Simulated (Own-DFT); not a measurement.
# Point defects and the pressure they add: zincblende GaAs

Calculated, not measured: single-point runs of Own-DFT, a retired in-house plane-wave DFT program that no person has reviewed, on unrelaxed cells, without spin or spin-orbit coupling.

Common settings: PBE; PseudoDojo norm-conserving scalar-relativistic files; cutoff 42 hartree; 3 x 3 x 3 k mesh centred on Gamma; Fermi-Dirac smearing of 0.1 eV.

Known weak points (not all hold for every row): not probed for a lower state with spin; forces not confirmed at this smearing and k mesh; stress not checked against mesh or cutoff.

All runs share one cell, with vectors in Å (11.737, 0.000, 0.000); (0.000, 11.737, 0.000); (0.000, 0.000, 10.919) and a volume of 1504.3 Å³, strained against the parent crystal. u is the rms random offset of the atoms per axis. The defect's site can differ from row to row.

| cell | formula | u (Å) | P (GPa) |
|---|---|---|---|
| no defect | As32Ga32 | 0.0271 | 0.74 |
| no defect | As32Ga32 | 0.0474 | 0.99 |
| no defect | As32Ga32 | 0.0551 | 1.21 |
| one In on a Ga site | As32Ga31In | 0.0301 | 1.34 |
| one In on a Ga site | As32Ga31In | 0.0441 | 1.58 |
| one In on a Ga site | As32Ga31In | 0.0441 | 1.59 |
| one P on an As site | As31Ga32P | 0.0298 | 0.56 |
| one P on an As site | As31Ga32P | 0.0490 | 0.81 |
| one P on an As site | As31Ga32P | 0.0504 | 0.89 |
| one As vacancy and one Ga vacancy | As31Ga31 | 0.0298 | 0.46 |
| one As vacancy and one Ga vacancy | As31Ga31 | 0.0306 | 0.46 |
| one As vacancy and one Ga vacancy | As31Ga31 | 0.0486 | 0.73 |
| one Al on a Ga site | AlAs32Ga31 | 0.0299 | 0.73 |
| one Al on a Ga site | AlAs32Ga31 | 0.0306 | 0.76 |
| one Al on a Ga site | AlAs32Ga31 | 0.0464 | ? |
| one Al on a Ga site | AlAs32Ga31 | 0.0473 | 0.93 |

## Analysis

P = P0 + c u² + a shift for each defect gives P0 = 0.60 GPa, c = 188 ± 11 GPa/Å² and a scatter of 0.03 GPa. The shifts, and each times the cell's volume:

- one In on a Ga site: 0.60 ± 0.03 GPa, 5.6 eV
- one Al on a Ga site: -0.05 ± 0.03 GPa, -0.5 eV (not resolved)
- one P on an As site: -0.22 ± 0.03 GPa, -2.0 eV
- one As vacancy and one Ga vacancy: -0.32 ± 0.03 GPa, -3.0 eV

A positive shift means that the defect pushes the cell outwards. Shift times volume (160.2 GPa Å³ is 1 eV) depends little on the cell's size, so, taken for each site, it can be compared between cells at like pressure. The atoms around the defects weren't relaxed, which would change these numbers.

## Prediction

The question: what pressure belongs in the blank (one Al on a Ga site, u = 0.0464 Å)?

From the fit: 0.96 ± 0.04 GPa. DFT gave 0.95 GPa.
